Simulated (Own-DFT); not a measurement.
## Calculated data, Si3Ge (diamond lattice with Si and Ge gathered in clusters, atoms displaced)

Computed with Own-DFT development build. A calculation, not a measurement: plane-wave density functional theory by an unreviewed code, no spin, of a simulated periodic cell, stress positive in tension, run twice, with PBE and with PBEsol, both on files made for PBE, so the change isn't that of files made for PBEsol; forces on such cells passed a denser k mesh, this cell's mesh not checked; the far tail of each file's local potential was reset to the Coulomb form; each entry is a single point on an unrelaxed cell, so the pressure reflects the starting lattice, mostly measured values (interpolated for alloys), from which strain is counted, and rises with the displacements; printed positions are rounded, which can move forces by about a meV/angstrom; the program, named Own-DFT, is a retired in-house code; no spin-orbit coupling; stress was not checked against mesh or cutoff.

Common to all runs: functional PBE, then PBEsol; potential files PseudoDojo norm-conserving, scalar-relativistic, standard set; wave cutoff 42 hartree; occupations Fermi-Dirac; smearing width 0.1 eV; k mesh 3 x 3 x 3 centred on Gamma.

(1) 
```xyz
64
Lattice="10.9755 0.0000 0.0000 0.0000 10.9755 0.0000 0.0000 0.0000 10.9755" Properties=species:S:1:pos:R:3:PBE_force_x:R:1:PBE_force_y:R:1:PBE_force_z:R:1:PBEsol_force_x:R:1:PBEsol_force_y:R:1:PBEsol_force_z:R:1 formula=Si3Ge PBE_pressure=3.07 PBE_stress_xx=-3.2 PBE_stress_yy=-3.14 PBE_stress_zz=-2.87 PBE_stress_yz=-0.52 PBE_stress_xz=0.71 PBE_stress_xy=1.35 PBEsol_pressure=1.28 PBEsol_stress_xx=-1.41 PBEsol_stress_yy=-1.35 PBEsol_stress_zz=-1.08 PBEsol_stress_yz=-0.51 PBEsol_stress_xz=0.72 PBEsol_stress_xy=1.35 rms_change_of_force_components_from_PBE_to_PBEsol=0.046
Si     0.0734    10.9703    10.9070     -1.779       0.26      1.411     -1.753      0.286      1.502
Ge     0.0691     2.7225     2.7935     -1.338      0.669     -1.331     -1.296      0.627     -1.278
Si     2.7501    10.9427     2.6437     -0.256      1.274      2.288     -0.366      1.295      2.277
Si     2.6310     2.7607    10.8770      1.005     -0.413      0.887      0.948     -0.459      0.919
Ge     1.3241     1.3284     1.4417      0.753      0.137     -1.623      0.686      0.184     -1.527
Ge     1.3374     4.0721     4.1375      1.467      0.805     -0.053       1.38      0.724       -0.1
Si     4.1026     1.4039     4.1734      0.501     -1.068     -1.153      0.504     -1.065     -1.136
Si     4.0667     4.1156     1.3598      0.365     -0.753     -1.347      0.361     -0.757     -1.348
Ge    10.9646    10.9245     5.4378      -0.07      0.172      1.202     -0.035      0.201      1.116
Si     0.0042     2.8523     8.2034     -0.494     -1.367      0.895     -0.509     -1.357      0.786
Si     2.7030    10.9405     8.2218      0.871      0.554      0.492      0.807      0.597      0.434
Si     2.7697     2.7549     5.4431     -0.085     -0.318      1.108     -0.194     -0.298      1.084
Ge     1.3656     1.3957     6.9116      0.105      0.191     -0.865       0.07      0.162     -0.879
Si     1.3826     4.1469     9.5398     -0.148      0.421     -0.422     -0.138      0.431     -0.417
Si     4.1332     1.3742     9.6154     -0.325      0.117     -0.403     -0.321      0.113     -0.399
Si     4.1104     4.0718     6.8587      0.474      0.253     -0.937      0.474      0.236     -0.929
Si    10.9328     5.4520    10.8457      1.213     -0.129      1.495      1.162     -0.194      1.529
Si    10.9269     8.2328     2.7273      0.809     -1.293      0.311      0.788     -1.171      0.299
Si     2.7546     5.3913     2.6436     -0.739      1.682      1.305     -0.779      1.627      1.342
Si     2.7664     8.2831     0.0399     -0.502      -0.26      -0.69     -0.493     -0.257     -0.695
Si     1.3514     6.8491     1.3237     -0.163     -0.219     -0.143      -0.17     -0.216     -0.138
Ge     1.3730     9.5686     4.0643      0.556     -0.213     -0.195      0.495     -0.158     -0.152
Si     4.0734     6.8620     4.1609     -0.082     -0.439     -1.349     -0.096     -0.432     -1.346
Si     4.0174     9.6637     1.4344      2.407     -1.195     -1.227      2.402      -1.19     -1.218
Si    10.9450     5.3213     5.5096     -0.034      2.216       0.58     -0.034      2.078      0.573
Si     0.0275     8.1897     8.2339     -0.455      0.368      0.646     -0.449       0.35      0.643
Si     2.7733     5.4351     8.1136     -0.148      1.261      1.113     -0.144      1.255      1.092
Si     2.7396     8.1824     5.4686      0.567      1.194      0.468      0.526      1.245      0.418
Si     1.4020     6.9358     6.8253     -0.595     -1.637      0.041     -0.599      -1.62      0.038
Si     1.3126     9.6979     9.6079      1.306     -2.091      -0.57      1.295     -2.079      -0.57
Si     4.1796     6.8782     9.6248     -0.619     -0.551      0.021     -0.614     -0.557       0.03
Si     4.1734     9.6640     6.9115     -0.733     -0.793     -0.857     -0.726     -0.773     -0.847
Si     5.5300     0.0404    10.9755     -0.695     -0.716      0.331     -0.638     -0.665      0.379
Si     5.4187     2.7155     2.6247     -0.495      0.454      1.538      -0.39       0.42      1.511
Ge     8.1770    10.9620     2.7108      0.556      0.067      1.204      0.536      0.068      1.161
Si     8.2475     2.7212     0.0453     -0.389     -0.659     -0.939     -0.374     -0.651     -0.837
Ge     6.8435     1.3681     1.4681     -0.251      0.484     -1.894     -0.187       0.42     -1.794
Ge     6.8905     4.1171     3.9969     -1.826      0.306      0.153     -1.732      0.246      0.196
Ge     9.6489     1.3822     4.0619     -0.898     -0.587      0.495     -0.862     -0.561      0.481
Ge     9.5308     4.1509     1.3384      0.933      0.251      0.774      0.934      0.223      0.793
Si     5.5406    10.8488     5.4135     -1.992      3.004      2.329     -1.865      2.942      2.255
Si     5.4960     2.8322     8.2611     -0.552     -0.442       0.38     -0.496     -0.482      0.329
Si     8.1850     0.0378     8.2042      0.258     -0.641      1.037      0.185     -0.573      0.963
Ge     8.1979     2.7777     5.4007      0.096     -0.853      0.157      0.097     -0.822      0.158
Ge     6.8574     1.4690     6.9026     -0.705      -0.96     -0.825     -0.646     -0.896      -0.85
Si     6.8900     4.1229     9.6198     -0.759     -0.945      1.243     -0.753     -0.949      1.247
Si     9.6111     1.2832     9.6085      0.088      1.259     -0.232      0.087      1.246     -0.232
Ge     9.4778     4.0661     6.8850      0.487      0.758      0.313      0.434      0.693      0.251
Si     5.5543     5.4637     0.0760     -0.774     -0.083     -0.892     -0.774     -0.092     -0.881
Si     5.4798     8.2388     2.8102     -0.411     -0.577     -1.394      -0.35     -0.525     -1.339
Si     8.3012     5.5483     2.8947     -0.596      0.302     -2.344     -0.612      0.195     -2.315
Si     8.2985     8.1801     0.0650     -0.233      0.475     -1.286     -0.162       0.54     -1.225
Si     6.9580     6.8344     1.2327     -0.731     -0.108      2.796     -0.717     -0.115      2.773
Ge     6.7945     9.6432     4.1442      2.015      -2.21     -0.875      2.022      -2.12     -0.905
Si     9.6544     6.8291     4.1334      0.729      0.396      0.878      0.747        0.4      0.883
Ge     9.5348     9.5383     1.4597      1.131      0.739     -1.421      1.054      0.775     -1.335
Si     5.4106     5.5000     5.4130      1.197     -0.219      1.453      1.235     -0.259      1.399
Si     5.4671     8.2446     8.2300       0.59      0.269      0.774      0.575      0.272      0.757
Si     8.1773     5.4190     8.3656      0.948       1.38     -0.662      0.999      1.319     -0.705
Si     8.3020     8.2165     5.4857     -0.334      0.071      1.005     -0.368      0.113      0.939
Si     6.9234     6.8799     7.0380     -0.509     -0.321     -1.864     -0.495     -0.318     -1.839
Si     6.8989     9.5667     9.6951     -0.183      0.185     -0.782      -0.17      0.174     -0.765
Si     9.6134     6.8137     9.6955     -0.373      0.709       -1.6     -0.384      0.718     -1.588
Si     9.6107     9.6335     6.9725     -0.157     -0.625     -0.947     -0.112     -0.569     -0.969
```

Units: PBE_pressure, PBE_stress_xx, PBE_stress_yy, PBE_stress_zz, PBE_stress_yz, PBE_stress_xz, PBE_stress_xy, PBEsol_pressure, PBEsol_stress_xx, PBEsol_stress_yy, PBEsol_stress_zz, PBEsol_stress_yz, PBEsol_stress_xz, PBEsol_stress_xy in GPa; rms_change_of_force_components_from_PBE_to_PBEsol, PBE_force_x, PBE_force_y, PBE_force_z, PBEsol_force_x, PBEsol_force_y, PBEsol_force_z in eV/Å.

(2) 
```xyz
64
Lattice="10.9755 0.0000 0.0000 0.0000 10.9755 0.0000 0.0000 0.0000 10.9755" Properties=species:S:1:pos:R:3:PBE_force_x:R:1:PBE_force_y:R:1:PBE_force_z:R:1:PBEsol_force_x:R:1:PBEsol_force_y:R:1:PBEsol_force_z:R:1 formula=Si3Ge PBE_pressure=2.97 PBE_stress_xx=-2.95 PBE_stress_yy=-3.01 PBE_stress_zz=-2.93 PBE_stress_yz=0.31 PBE_stress_xz=0.34 PBE_stress_xy=0.92 PBEsol_pressure=1.17 PBEsol_stress_xx=-1.15 PBEsol_stress_yy=-1.23 PBEsol_stress_zz=-1.14 PBEsol_stress_yz=0.27 PBEsol_stress_xz=0.34 PBEsol_stress_xy=0.92 rms_change_of_force_components_from_PBE_to_PBEsol=0.046
Si     0.0054    10.8503     0.0173      0.243       0.94      0.201      0.248      0.926      0.204
Ge    10.9216     2.7188     2.7317      1.001      0.817     -0.118      0.948      0.841     -0.162
Si     2.6912     0.0095     2.6532      0.657     -0.546      1.145      0.646     -0.542      1.128
Ge     2.7882     2.7821    10.9408     -0.119     -0.847      1.654     -0.174     -0.763      1.575
Si     1.3695     1.3598     1.3965     -0.347      0.011     -1.049     -0.367      0.117     -1.044
Si     1.3668     4.1688     4.1128     -0.993     -0.232      0.383     -0.985     -0.204      0.287
Si     4.0962     1.2627     4.1488       -0.2      0.757     -0.643     -0.191      0.732     -0.636
Si     4.1357     4.1043     1.4048      0.213      0.525     -0.278       0.11       0.53     -0.286
Si     0.0163     0.0191     5.4485      0.709      0.652      0.659      0.718      0.643      0.644
Ge     0.0162     2.8990     8.2258     -0.956     -0.596      1.132       -0.9     -0.541      1.144
Si     2.8227    10.8787     8.3182     -0.916      1.033     -0.431     -0.902      1.009     -0.424
Si     2.6728     2.7217     5.3875      1.101      0.521      0.863      1.093      0.513       0.84
Si     1.3183     1.5575     6.9046      1.057     -2.382     -0.561      0.989     -2.296     -0.481
Ge     1.4369     4.2010     9.7489     -0.136     -0.395     -1.931     -0.137     -0.386     -1.872
Si     4.1105     1.4635     9.6289      1.353     -1.699     -0.868      1.289     -1.615     -0.797
Si     4.2432     4.1494     6.8403     -1.247     -1.319     -0.681     -1.297     -1.261     -0.621
Ge    10.9405     5.4304    10.9724      0.235        2.4     -0.134      0.241      2.309     -0.127
Ge    10.8432     8.2551     2.7152      1.581     -1.195      1.398      1.577     -1.203      1.337
Ge     2.6805     5.4714     2.7050      2.086      -0.58      1.611      1.976     -0.514      1.505
Ge     2.6662     8.2434    10.9307       1.84     -0.778      0.433      1.754     -0.813      0.465
Ge     1.4416     6.8155     1.4153     -2.104      1.214     -0.897     -2.034      1.166     -0.872
Si     1.3797     9.5958     4.1019      0.122     -0.042     -0.061      0.081     -0.088     -0.099
Si     4.1625     6.8792     4.1705      0.618     -1.011     -0.944       0.59     -1.045     -0.972
Si     4.0953     9.6397     1.3496      0.463     -0.456      0.138      0.411     -0.498      0.094
Si    10.9058     5.5510     5.5220      0.481      0.092     -0.498      0.479      0.095     -0.498
Ge     0.0265     8.1987     8.2067     -1.013      1.156      0.211      -1.03      1.088      0.254
Ge     2.8093     5.4456     8.2055     -0.542      0.227     -0.553     -0.575      0.189     -0.489
Si     2.8025     8.1608     5.4452     -1.178      0.639      0.666     -1.179      0.625       0.66
Si     1.3291     6.9006     6.9177      1.303     -1.129      -1.53      1.274       -1.1     -1.407
Si     1.3397     9.5091     9.6362     -0.192      1.533     -1.004     -0.187      1.404     -0.992
Si     4.1127     6.7948     9.5384      0.667      1.049      0.896       0.56      1.016      0.872
Si     4.1188     9.5226     6.8502      -0.13      0.791     -0.058     -0.132       0.78     -0.072
Si     5.5938     0.0132     0.0967     -1.771      0.015     -1.166     -1.749      0.006     -1.162
Si     5.4636     2.7387     2.7219     -0.464     -0.421       0.95      -0.47     -0.418      0.947
Si     8.3191     0.0096     2.7752     -1.096      0.274     -0.385     -1.078      0.267     -0.389
Ge     8.1733     2.6521     0.0216      1.078      0.276     -0.236      1.095      0.313       -0.2
Si     6.7680     1.4581     1.3244      1.066      -1.18      2.079      1.125     -1.098       2.01
Si     6.8383     4.0301     4.1380     -0.113     -0.511      0.206     -0.058     -0.466       0.15
Si     9.6744     1.4040     4.1259     -1.288     -0.573      0.699     -1.222     -0.495      0.639
Ge     9.6072     4.1453     1.2846     -1.305     -1.067      1.646     -1.253     -1.042      1.596
Si     5.4906     0.0502     5.5848      0.057     -0.551     -0.143      0.067     -0.535     -0.124
Si     5.5309     2.7260     8.1417     -0.609      0.887      1.992     -0.607      0.888      1.971
Si     8.1631    10.8442     8.3168      1.257       0.94     -0.485      1.247      0.912      -0.48
Si     8.2362     2.7556     5.5573     -0.382     -1.257     -0.647     -0.389     -1.257     -0.641
Si     6.8761     1.3568     7.0148      0.812     -0.598     -1.288      0.826     -0.603     -1.274
Si     6.8722     4.0553     9.7532     -0.605       0.95     -2.281     -0.539      0.882      -2.19
Si     9.5901     1.2874     9.6854      0.344     -0.099      -1.04      0.327     -0.009     -1.011
Si     9.5615     4.1194     6.7795      0.101      0.982      0.813      0.158      0.932      0.854
Si     5.4987     5.5091     0.0243     -0.154     -0.266       0.09     -0.164     -0.253      0.088
Si     5.5374     8.2275     2.7271     -0.514     -0.237     -0.347     -0.501     -0.245     -0.365
Ge     8.1969     5.4460     2.8800      0.671     -0.026     -0.569      0.688     -0.051     -0.598
Ge     8.1835     8.2634    10.9643      0.467     -0.657      0.641        0.5     -0.686      0.589
Si     6.9693     6.7564     1.3828     -1.333      0.895      0.139     -1.207      0.875      0.146
Si     6.7792     9.6431     4.1090      0.804      0.393      0.133       0.78      0.402      0.133
Si     9.4737     6.9489     4.1940      1.196     -0.878     -0.362      1.193     -0.885     -0.459
Si     9.6277     9.5413     1.3773     -1.259      1.569     -0.692     -1.243      1.441     -0.672
Si     5.5651     5.4040     5.4936     -0.227      1.403     -0.231     -0.208      1.397     -0.244
Si     5.4653     8.2623     8.2426      0.099     -0.514      0.412      0.099     -0.498      0.416
Si     8.2276     5.5014     8.1914     -1.069      -1.16       0.01     -1.008      -1.11      0.062
Si     8.2107     8.2861     5.4564     -1.037      0.616      1.171     -1.039      0.621      1.167
Si     6.8165     6.8806     6.8985       0.58      0.066     -0.498      0.567      0.074     -0.491
Si     6.8327     9.5948     9.6709     -1.005     -0.017     -0.468      -0.95     -0.082     -0.401
Ge     9.5206     6.8449     9.5346      0.644      0.057      0.429      0.672      0.101      0.459
Si     9.6361     9.6712     6.8056       -0.6     -0.459      0.274     -0.551     -0.492      0.314
```

Units: PBE_pressure, PBE_stress_xx, PBE_stress_yy, PBE_stress_zz, PBE_stress_yz, PBE_stress_xz, PBE_stress_xy, PBEsol_pressure, PBEsol_stress_xx, PBEsol_stress_yy, PBEsol_stress_zz, PBEsol_stress_yz, PBEsol_stress_xz, PBEsol_stress_xy in GPa; rms_change_of_force_components_from_PBE_to_PBEsol, PBE_force_x, PBE_force_y, PBE_force_z, PBEsol_force_x, PBEsol_force_y, PBEsol_force_z in eV/Å.
